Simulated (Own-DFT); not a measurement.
# Misfit strain and the stress it brings: wurtzite GaN, 72 atoms (Ga36N36)

Everything here is calculated. The program is Own-DFT (plane waves, in-house, since retired, never reviewed by a person); positions were held fixed, and spin and spin-orbit coupling were off.

Method: PBE; PseudoDojo norm-conserving scalar-relativistic files; cutoff 42 hartree; 4 x 4 x 3 k mesh centred on Gamma; Fermi-Dirac smearing of 0.1 eV.

Caveats: forces not confirmed at this smearing and k mesh; stress not checked against mesh or cutoff.

Unstrained cell vectors in Å: (9.567, 0.000, 0.000); (-4.784, 8.285, 0.000); (0.000, 0.000, 10.370). The unstrained cell has measured lattice constants (interpolated for alloys), not those of this functional. That, the random moves and any unrelaxed bonds set the pressure at no strain. Each run strains x and y alike by e, as a substrate would, and holds the height along z. Random moves of width 0.05 Å per axis were added to every atom. Stress is positive in tension.

```
e (%),u (Å),(s_xx + s_yy)/2 (GPa),s_zz (GPa)
-2.75,0.051,-25.58,-12.19
-2.50,0.049,-22.28,-12.64
-2.25,0.051,?,?
-1.00,0.051,-12.49,-9.91
-0.75,0.051,-11.09,-10.12
-0.50,0.051,-10.45,-8.83
0.75,0.048,-3.50,-6.23
1.00,0.051,-2.29,-8.08
1.25,0.049,-0.80,-6.57
2.25,0.050,3.28,-4.30
```

## What the rows give

With e as a fraction, the in-plane stress is -7.1 + 541 e - 3790 e² GPa (errors 12 and 751, scatter 0.54), and s_zz is -8.4 + 158 e GPa (slope ± 15, scatter 0.72). At e = 0 the first slope is C11 + C12 and the second 2 C13, both with the ions held to the strained lattice and at the cell's own pressure. The term in e² is negative: the layer stiffens under compression and softens under tension. A free layer would change its height as e changes, and the in-plane slope would drop by 2 C13²/C33 to the biaxial modulus. At fixed height, a misfit of 1 % moves the in-plane stress by about 5.4 GPa and s_zz by 1.6 GPa.

## Withheld run

Q: what are the two stresses at e = -2.25 %?

The fitted form gives -21.2 and -11.9 GPa. The hidden result is -21.50 and -10.83 GPa.
